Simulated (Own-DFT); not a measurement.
# Computed records: Si$_{3}$N$_{4}$ (beta silicon nitride, atoms displaced)

Computed with Own-DFT development build. A calculation, not a measurement: plane-wave PBE density functional theory by an unreviewed code, no spin, of a simulated periodic cell, stress positive in tension, free energy of the whole cell less one offset for each atom, forces on such cells passed a denser k mesh, this cell's mesh not checked; offsets are fitted by least squares, one for each functional and potential file, so energies compare only between cells with the same atoms and settings and are not formation energies; the far tail of each file's local potential was reset to the Coulomb form; each entry is a single point on an unrelaxed cell, so the pressure reflects the starting lattice, mostly measured values (interpolated for alloys), from which strain is counted, and rises with the displacements; printed positions are rounded, which can move forces by about a meV/angstrom; the program, named Own-DFT, is a retired in-house code; no spin-orbit coupling.

Settings shared by all entries: functional PBE; potential files PseudoDojo norm-conserving, scalar-relativistic, standard set; wave cutoff 42 hartree; occupations Fermi-Dirac; smearing width 0.1 eV; k mesh 3 x 3 x 3 centred on Gamma.

(1) 
```xyz
42
Lattice="7.6060 0.0000 0.0000 -3.8030 6.5870 0.0000 0.0000 0.0000 8.7270" Properties=species:S:1:pos:R:3:force_x:R:1:force_y:R:1:force_z:R:1 formula=Si3N4 free_energy_of_cell_above_offsets=-2.638 pressure=8.92 stress_xx=-7.53 stress_yy=-8.56 stress_zz=-10.67 stress_yz=-0.16 stress_xz=-2.23 stress_xy=1.55
Si    -1.6136     5.0793     0.6301      1.914      0.966      3.959
Si     0.2405     2.6257     0.7681     -1.884      1.757     -3.015
Si     1.3590     5.4259     0.8435      -0.67       0.21     -2.986
Si     5.3952     1.5240     2.2188     -0.384     -0.776     -2.531
Si     3.4783     3.8919     2.2123      2.936      0.744     -3.032
Si     2.4004     1.1320     2.2679      3.301      -1.11     -3.377
N      2.3063     0.2538     0.6929      0.971     -2.499      3.457
N      6.2042     1.9457     0.6752      1.873      0.595      3.668
N      2.7325     4.4554     0.6624      1.069     -1.008      1.871
N      1.4593     6.3277     2.2777     -0.192      3.072     -0.869
N     -2.4007     4.5818     2.0923     -1.723     -0.106      2.318
N      1.1270     2.0880     2.0348     -4.122      2.641      4.695
N     -0.0078     4.3973     0.7064      0.066     -0.822      0.629
N      3.8536     2.2180     2.2353     -2.479     -1.291      0.355
Si    -1.6274     5.0764     3.6267     -0.468     -2.246     -0.938
Si     0.0419     2.6442     3.6173      5.636      1.985      0.494
Si     1.4305     5.4244     3.6783     -3.453      0.004     -0.106
Si     5.4255     1.4797     5.1277     -2.712      0.616     -0.487
Si     3.5794     3.9389     5.1487     -0.006     -1.269     -2.446
Si     2.4897     1.1707     5.0319     -3.783     -2.303      2.564
N      2.3757     0.1517     3.6283      0.119      1.392      1.223
N      6.1420     2.0204     3.6579     -0.493     -1.069       0.18
N      2.7335     4.4685     3.6076      3.047     -2.223      2.264
N      1.3923     6.3500     5.1048      0.079      1.948     -1.643
N     -2.4514     4.5844     5.1753      0.204      0.378     -2.876
N      1.0470     2.1796     5.0923     -0.683     -0.351      -2.05
N     -0.0187     4.4272     3.6098      0.042      -1.53      0.331
N      3.7078     2.1949     5.1314      4.893      1.834     -0.432
Si    -1.6133     5.0690     6.5437      1.975      0.076      1.537
Si     0.2333     2.6804     6.5145      0.157     -2.485      1.474
Si     1.3784     5.4437     6.4652     -1.366     -1.133      5.068
Si     5.4290     1.4683     8.0259      -2.07      1.322     -2.015
Si     3.4903     3.9365     7.9305      3.022     -1.068       2.79
Si     2.3513     1.0982     8.0363      2.155      3.122      -1.52
N      2.4501     0.1969     6.6117     -0.214     -0.467     -2.986
N      6.2475     1.9089     6.4805      0.957      0.501      2.282
N      2.8036     4.4754     6.5136     -1.331      0.793     -0.059
N      1.4167     6.3903     8.0648     -0.285     -1.749     -1.373
N     -2.3495     4.6254     8.0219     -4.098     -1.696     -3.782
N      1.0149     2.1551     8.0401     -0.818       0.56     -1.994
N      0.0240     4.3029     6.5293     -0.625      3.792       -0.4
N      3.8131     2.2433     8.0101     -0.557     -1.108     -0.244
```

Units: free_energy_of_cell_above_offsets in eV; pressure, stress_xx, stress_yy, stress_zz, stress_yz, stress_xz, stress_xy in GPa; force_x, force_y, force_z in eV/Å.

(2) 
```xyz
42
Lattice="7.6060 0.0000 0.0000 -3.8030 6.5870 0.0000 0.0000 0.0000 8.7270" Properties=species:S:1:pos:R:3:force_x:R:1:force_y:R:1:force_z:R:1 formula=Si3N4 free_energy_of_cell_above_offsets=-3.130 pressure=7.67 stress_xx=-7.52 stress_yy=-5.86 stress_zz=-9.62 stress_yz=0.88 stress_xz=0.53 stress_xy=-0.32
Si    -1.5408     4.9236     0.6661      -3.71      3.229      0.503
Si     0.2302     2.6792     0.6724      0.319     -0.108      1.842
Si     1.3208     5.4591     0.6679      0.794      2.249      1.613
Si     5.4294     1.5718     2.2561     -0.774     -1.193     -1.142
Si     3.5331     3.9075     2.2270      1.756      0.332      -3.77
Si     2.4514     1.1155     2.2021      0.309      1.062     -2.914
N      2.3849     0.2035     0.6502     -0.166     -1.397      2.397
N      6.1830     1.9621     0.7870      3.078      1.416     -1.697
N      2.5916     4.3707     0.7063      3.759     -1.726      0.997
N      1.4373     6.4405     2.1961      -0.19     -1.156      0.664
N     -2.3720     4.6114     2.2067     -1.991     -0.532      -0.77
N      1.0401     2.1911     2.2505      1.445     -1.337     -4.238
N      0.0054     4.4512     0.8298      0.569     -3.408      -1.12
N      3.8721     2.2243     2.1529     -2.188     -0.539      0.564
Si    -1.6169     5.1108     3.6824      1.667     -1.672     -0.951
Si     0.2025     2.6037     3.5659      2.017      3.261      4.611
Si     1.3660     5.4364     3.7019     -0.434      -0.61     -2.127
Si     5.5367     1.5019     5.0390     -2.767      1.369      3.636
Si     3.5838     3.8974     5.0333      0.241      1.313      3.078
Si     2.4756     1.2237     5.0267     -2.724     -0.387      2.824
N      2.3347     0.2440     3.6323      0.427     -0.937      0.787
N      6.2863     2.0237     3.6731     -1.748     -1.152     -1.378
N      2.7731     4.3421     3.6072      -1.58      2.072      2.257
N      1.4166     6.4217     5.1352      0.427     -0.741     -1.084
N     -2.3531     4.5540     5.1427     -3.103     -0.308     -2.717
N      1.0096     2.2749     5.1694      1.631     -1.772     -3.398
N      0.0163     4.3325     3.6159     -0.612      2.135      0.264
N      3.7698     2.2522     5.0852       3.54     -1.762     -0.533
Si    -1.6636     5.1342     6.5185      1.951     -0.491      1.538
Si     0.2624     2.6991     6.5967     -1.798      2.414     -2.591
Si     1.3656     5.4759     6.5815     -0.629     -2.268     -1.119
Si     5.4824     1.5641     7.9790     -2.288       -1.6      0.686
Si     3.5384     3.8902     7.9936      1.145     -1.778      2.515
Si     2.4120     1.1457     7.9848      2.045      -0.41     -0.848
N      2.3630     0.2195     6.5304      0.068      1.056     -1.324
N      6.2913     1.9840     6.5634      0.033     -0.272     -1.026
N      2.7180     4.3768     6.6956     -0.842      1.083     -5.783
N      1.3626     6.3749     7.9456      0.591      2.525      2.316
N     -2.4831     4.5842     7.9168      0.816      0.076      2.258
N      1.0433     2.1388     7.9217     -0.642      0.774      3.663
N     -0.0543     4.4545     6.5023      0.875      -0.66      0.996
N      3.8600     2.1255     7.9372     -1.318       1.85      0.522
```

Units: free_energy_of_cell_above_offsets in eV; pressure, stress_xx, stress_yy, stress_zz, stress_yz, stress_xz, stress_xy in GPa; force_x, force_y, force_z in eV/Å.

(3) 
```xyz
42
Lattice="7.6060 0.0000 0.0000 -3.8030 6.5870 0.0000 0.0000 0.0000 8.7270" Properties=species:S:1:pos:R:3:force_x:R:1:force_y:R:1:force_z:R:1 formula=Si3N4 free_energy_of_cell_above_offsets=-2.916 pressure=8.46 stress_xx=-11.46 stress_yy=-7.55 stress_zz=-6.37 stress_yz=1.14 stress_xz=0.93 stress_xy=2.47
Si    -1.5818     5.1058     0.7459     -1.161      0.814     -1.341
Si     0.2079     2.6116     0.7466      3.049      3.137     -0.047
Si     1.4058     5.4170     0.7446     -0.999      0.026     -1.343
Si     5.3806     1.4629     2.1835      0.886      3.185     -0.823
Si     3.6625     3.8966     2.1751     -0.516      1.848     -0.693
Si     2.5079     1.1529     2.2185     -1.787      1.157      0.392
N      2.4254     0.2776     0.7931     -0.623     -1.945     -2.346
N      6.3155     2.0203     0.7725     -4.446     -2.786     -0.663
N      2.8297     4.4159     0.6455      -1.16       1.08      3.331
N      1.4026     6.3987     2.2022      0.216     -0.822     -1.562
N     -2.3672     4.6729     2.1964     -2.952      -1.41     -1.426
N      1.0899     2.1931     2.1771     -0.555      0.383      0.051
N     -0.0535     4.5124     0.7054      2.766      -3.51       0.31
N      3.8118     2.2516     2.2381      1.923      -2.13     -0.192
Si    -1.5519     4.9555     3.6150     -3.386      4.721      1.891
Si     0.2291     2.6279     3.6446      1.354      1.274     -1.348
Si     1.4232     5.4541     3.5740     -1.932     -1.366      3.027
Si     5.4098     1.4798     5.0577      0.474      3.634      0.909
Si     3.4962     3.8808     5.1610      2.643      1.942     -3.091
Si     2.4426     1.1866     5.1410      1.129     -1.673     -2.743
N      2.3813     0.2358     3.6129      0.868     -1.449      1.814
N      6.2822     1.9865     3.5342     -2.029     -1.241      2.534
N      2.7239     4.3389     3.5639      0.646      0.551       1.64
N      1.4942     6.4360     5.1725     -0.166     -3.102     -2.519
N     -2.3762     4.6751     5.0971     -3.532     -1.637      -0.81
N      1.0836     2.1179     5.0471     -3.104      2.106      1.597
N     -0.0937     4.3891     3.5793      7.273     -1.797      0.491
N      3.8007     2.2579     5.1815       1.09     -2.293     -0.508
Si    -1.6473     5.0883     6.5495       3.08     -0.272     -1.335
Si     0.1582     2.6556     6.5405      1.893      1.626     -0.547
Si     1.4556     5.3818     6.5480     -5.491      2.927      0.342
Si     5.3845     1.4864     8.0454      1.818      0.205     -0.909
Si     3.5579     3.9652     7.9752      1.948     -3.222     -0.706
Si     2.3762     1.0999     7.9850      2.249      1.729      0.787
N      2.4587     0.2061     6.4977      -0.66     -0.197      2.157
N      6.2162     2.0545     6.5598       -1.4     -1.837       -0.4
N      2.6988     4.3969     6.5442      3.359     -2.091      0.486
N      1.2877     6.3420     7.9790      1.772      1.032      1.089
N     -2.4417     4.5575     7.9012     -0.031      1.383      3.184
N      1.0477     2.2173     7.9754     -0.263     -0.582      0.301
N      0.0116     4.4135     6.5437     -0.196     -0.646     -0.413
N      3.8942     2.1791     8.0905     -4.049      1.251     -0.569
```

Units: free_energy_of_cell_above_offsets in eV; pressure, stress_xx, stress_yy, stress_zz, stress_yz, stress_xz, stress_xy in GPa; force_x, force_y, force_z in eV/Å.

(4) 
```xyz
42
Lattice="7.6060 0.0000 0.0000 -3.8030 6.5870 0.0000 0.0000 0.0000 8.7270" Properties=species:S:1:pos:R:3:force_x:R:1:force_y:R:1:force_z:R:1 formula=Si3N4 free_energy_of_cell_above_offsets=-2.812 pressure=8.6 stress_xx=-4.59 stress_yy=-11.15 stress_zz=-10.06 stress_yz=-2.88 stress_xz=3.42 stress_xy=1.75
Si    -1.5320     5.0276     0.8066     -0.431     -0.062     -5.134
Si     0.2055     2.6422     0.7420     -0.826     -0.453      0.785
Si     1.4329     5.4607     0.7206     -0.454     -2.551      0.875
Si     5.3553     1.5334     2.1544       0.99      0.188     -1.359
Si     3.6696     3.8517     2.2025     -1.404      3.812     -0.826
Si     2.4147     1.0358     2.1031     -0.302      4.938       3.93
N      2.4139     0.2065     0.7223     -0.193     -2.066     -1.314
N      6.2437     2.0158     0.6816     -2.316     -1.768      0.296
N      2.9181     4.3878     0.7250     -4.006      2.362      2.103
N      1.3479     6.3835     2.1731      0.225      0.482      0.687
N     -2.3875     4.5992     2.1124     -0.327     -0.132      4.542
N      0.9622     2.2270     2.2380      2.662     -2.528     -2.095
N     -0.0234     4.2834     0.7061      2.177      4.216      0.231
N      3.7796     2.2685     2.1134      0.129     -5.783      0.164
Si    -1.5078     5.0313     3.6693     -1.621      0.316     -0.793
Si     0.1627     2.6885     3.6219      1.021      0.061      1.541
Si     1.3699     5.5051     3.7376      2.007     -3.219     -6.399
Si     5.3366     1.4656     5.0851      1.074      2.502     -0.302
Si     3.5881     3.9189     5.0720     -0.573     -0.931     -1.445
Si     2.3959     1.1556     5.0039      1.045      0.257       3.42
N      2.4668     0.2052     3.6402     -0.606     -1.771     -1.691
N      6.2385     1.8907     3.6196     -0.545      0.363      0.648
N      2.7608     4.3582     3.5432     -0.125      1.597      2.701
N      1.3120     6.3615     5.0671      0.531      2.036      3.216
N     -2.4384     4.5829     5.1126      0.724      0.637     -1.949
N      1.0867     2.2119     5.1016     -1.824      0.329      -0.89
N      0.0840     4.4443     3.5847     -2.135      -1.86      0.804
N      3.7844     2.1950     4.9923      0.191     -0.309      0.403
Si    -1.6204     5.0420     6.5258      1.033      0.276      1.959
Si     0.2813     2.7349     6.5400     -1.821     -3.182     -0.846
Si     1.4547     5.4846     6.5165     -2.445     -2.395      1.847
Si     5.3352     1.4872     7.8925      3.308      1.909      2.405
Si     3.5682     3.9155     8.0593      2.115     -0.909     -3.839
Si     2.4035     1.1678     8.0384      -0.05      1.195     -1.813
N      2.4646     0.1839     6.6297     -0.517      0.523      -2.62
N      6.2006     1.9562     6.5080      1.037     -0.218      -1.07
N      2.7495     4.3547     6.4854      -0.06       0.81      1.597
N      1.3700     6.4113     8.0266      0.436     -2.016     -1.436
N     -2.4947     4.6360     7.9390      1.367      0.597      1.812
N      0.9064     2.2404     8.0051       4.41       -2.8       0.29
N     -0.0230     4.3093     6.5640      0.432      5.283     -0.693
N      3.8688     2.2033     7.9647     -4.335      0.263       0.26
```

Units: free_energy_of_cell_above_offsets in eV; pressure, stress_xx, stress_yy, stress_zz, stress_yz, stress_xz, stress_xy in GPa; force_x, force_y, force_z in eV/Å.

(5) 
```xyz
42
Lattice="7.6060 0.0000 0.0000 -3.8030 6.5870 0.0000 0.0000 0.0000 8.7270" Properties=species:S:1:pos:R:3:force_x:R:1:force_y:R:1:force_z:R:1 formula=Si3N4 free_energy_of_cell_above_offsets=-3.647 pressure=7.9 stress_xx=-5.01 stress_yy=-9.75 stress_zz=-8.93 stress_yz=0.39 stress_xz=1.53 stress_xy=-0.5
Si    -1.5998     5.1634     0.7172      0.565     -2.985     -1.463
Si     0.1696     2.5469     0.6903      0.996      3.189      0.508
Si     1.4370     5.4443     0.6952     -2.806     -3.189     -0.159
Si     5.3400     1.4757     2.1441       2.18     -0.076      1.187
Si     3.5358     3.9293     2.1119       4.23      -2.59      1.325
Si     2.4063     1.0886     2.1695      0.635      2.507      0.838
N      2.4108     0.2516     0.7055      -0.06      -0.47     -0.827
N      6.2072     2.0124     0.7789     -1.487     -2.026     -1.723
N      2.8398     4.4328     0.7512     -2.738      1.761     -1.959
N      1.3600     6.3198     2.0825      0.615      2.053      3.772
N     -2.4552     4.6342     2.1163     -0.062      0.456      1.439
N      1.0234     2.1674     2.1124     -0.164     -0.297      2.332
N     -0.0332     4.3563     0.6717      1.502      0.527     -0.041
N      3.8857     2.2023     2.1745     -4.422      0.351      0.178
Si    -1.6313     5.0807     3.6437      1.088     -0.736     -2.462
Si     0.1031     2.7134     3.6687      3.002     -1.026     -1.573
Si     1.4192     5.4353     3.6907     -1.814     -0.704     -3.304
Si     5.3961     1.4356     5.0612     -1.328      2.759      1.397
Si     3.5034     3.9981     5.0050      2.668     -2.549      1.849
Si     2.4455     1.1770     5.0952     -1.958     -1.334      -0.59
N      2.4249     0.1608     3.6376     -0.055       1.73     -0.112
N      6.1894     1.9830     3.6861     -0.522      -0.96     -2.071
N      2.7726     4.3865     3.4936     -1.029      1.249      3.325
N      1.4431     6.3447     5.1222      0.069      0.234     -0.987
N     -2.3631     4.6399     5.0676     -3.483     -1.546     -0.352
N      1.0056     2.1598     5.0782     -0.687      0.416     -0.093
N      0.0050     4.4147     3.6284     -0.364      0.226      0.294
N      3.7614     2.1618     5.1004      2.018      2.057     -0.388
Si    -1.5664     5.0216     6.4899      0.163      0.149      1.432
Si     0.1195     2.7399     6.4906      2.039     -4.161      1.097
Si     1.3309     5.4408     6.5393      2.448     -0.772      0.963
Si     5.3924     1.3880     8.0304      0.035      6.716     -0.315
Si     3.5479     3.9041     8.0908       2.83     -0.236       -4.6
Si     2.3964     1.1529     7.9401      0.699      0.426       0.43
N      2.3951     0.1435     6.5071      0.606      1.271      0.364
N      6.1695     1.9830     6.5172       0.14     -0.534      0.846
N      2.7462     4.3822     6.5187     -0.133      0.837      0.747
N      1.3898     6.3871     8.0054      0.023     -3.091     -0.947
N     -2.3935     4.5797     7.9139     -1.056      0.426      1.962
N      0.9811     2.1161     7.9932     -0.629      0.366     -1.873
N      0.0959     4.3652     6.4904     -3.527      1.787      0.084
N      3.8028     2.2272     8.0666     -0.227     -2.209     -0.528
```

Units: free_energy_of_cell_above_offsets in eV; pressure, stress_xx, stress_yy, stress_zz, stress_yz, stress_xz, stress_xy in GPa; force_x, force_y, force_z in eV/Å.

(6) 
```xyz
42
Lattice="7.6060 0.0000 0.0000 -3.8030 6.5870 0.0000 0.0000 0.0000 8.7270" Properties=species:S:1:pos:R:3:force_x:R:1:force_y:R:1:force_z:R:1 formula=Si3N4 free_energy_of_cell_above_offsets=-3.642 pressure=8.1 stress_xx=-10.69 stress_yy=-5.93 stress_zz=-7.69 stress_yz=0.35 stress_xz=-1.04 stress_xy=1.14
Si    -1.5921     5.0971     0.7339      0.649     -1.567      1.934
Si     0.2732     2.7235     0.7970     -2.837      0.482     -2.514
Si     1.4888     5.3855     0.7020     -4.557      2.327      0.063
Si     5.4187     1.5180     2.1990      0.409     -0.192      0.612
Si     3.5808     3.9118     2.1812       0.76     -0.501     -0.892
Si     2.4535     1.1457     2.1894     -0.707      0.603     -0.393
N      2.3766     0.1719     0.7600      0.089      2.225     -1.286
N      6.1603     2.0660     0.7652      2.621      0.064      0.433
N      2.7903     4.4524     0.6537      2.975     -2.262      2.569
N      1.4046     6.3571     2.1669      0.463      0.546     -0.622
N     -2.4398     4.5575     2.1784      0.976      1.269      0.796
N      0.9594     2.1642     2.1620      2.441     -1.256      2.927
N     -0.0084     4.4175     0.7050      0.942       0.29       0.47
N      3.8607     2.1897     2.1361     -2.489     -0.156      0.529
Si    -1.5671     5.0935     3.7114      0.145     -2.627     -2.202
Si     0.1883     2.6613     3.7046     -0.164      0.686     -2.617
Si     1.3973     5.4076     3.5956     -1.408      0.317      1.368
Si     5.3252     1.5839     5.0756      1.363      -2.98     -0.173
Si     3.6079     3.9643     5.1248     -2.411     -1.919     -0.374
Si     2.4265     1.1090     5.0362     -1.498      2.518     -0.143
N      2.3480     0.1713     3.6219      0.124      1.219     -0.502
N      6.2211     2.0412     3.6576     -1.235     -1.018     -0.325
N      2.7292     4.3535     3.5775      1.358     -0.158      1.843
N      1.3326     6.3554     5.0349      1.129      0.839       1.06
N     -2.4278     4.5962     5.1203     -0.181      0.391      0.947
N      0.9867     2.2574     5.0639      2.384     -2.399      2.397
N      0.0161     4.3477     3.7335     -0.904       1.73     -1.106
N      3.7696     2.1406     5.0706     -1.068      3.411     -0.183
Si    -1.6384     5.0450     6.6264      3.474      1.788     -2.364
Si     0.1261     2.6719     6.5492      0.798      0.208      0.069
Si     1.4309     5.3976     6.5880     -2.665      3.044     -2.786
Si     5.3703     1.4760     8.1540      1.516     -0.773     -3.761
Si     3.6750     4.0006     8.0255     -2.557     -3.642      -0.36
Si     2.4516     1.2249     8.0193      -0.87       -0.8     -1.035
N      2.4194     0.2829     6.4447     -1.007      -3.04      4.501
N      6.1350     1.9301     6.5174      1.793      1.024      2.351
N      2.7120     4.4294     6.6889      4.936     -2.476     -2.994
N      1.4431     6.3347     7.9716      0.062       1.71      2.223
N     -2.4208     4.6005     8.0475      1.613      1.148     -0.451
N      1.0392     2.2977     8.0409      0.391     -1.582     -0.789
N      0.0804     4.4219     6.5158     -4.212     -1.183      0.754
N      3.8786     2.1603     8.0293     -2.639      2.691      0.023
```

Units: free_energy_of_cell_above_offsets in eV; pressure, stress_xx, stress_yy, stress_zz, stress_yz, stress_xz, stress_xy in GPa; force_x, force_y, force_z in eV/Å.
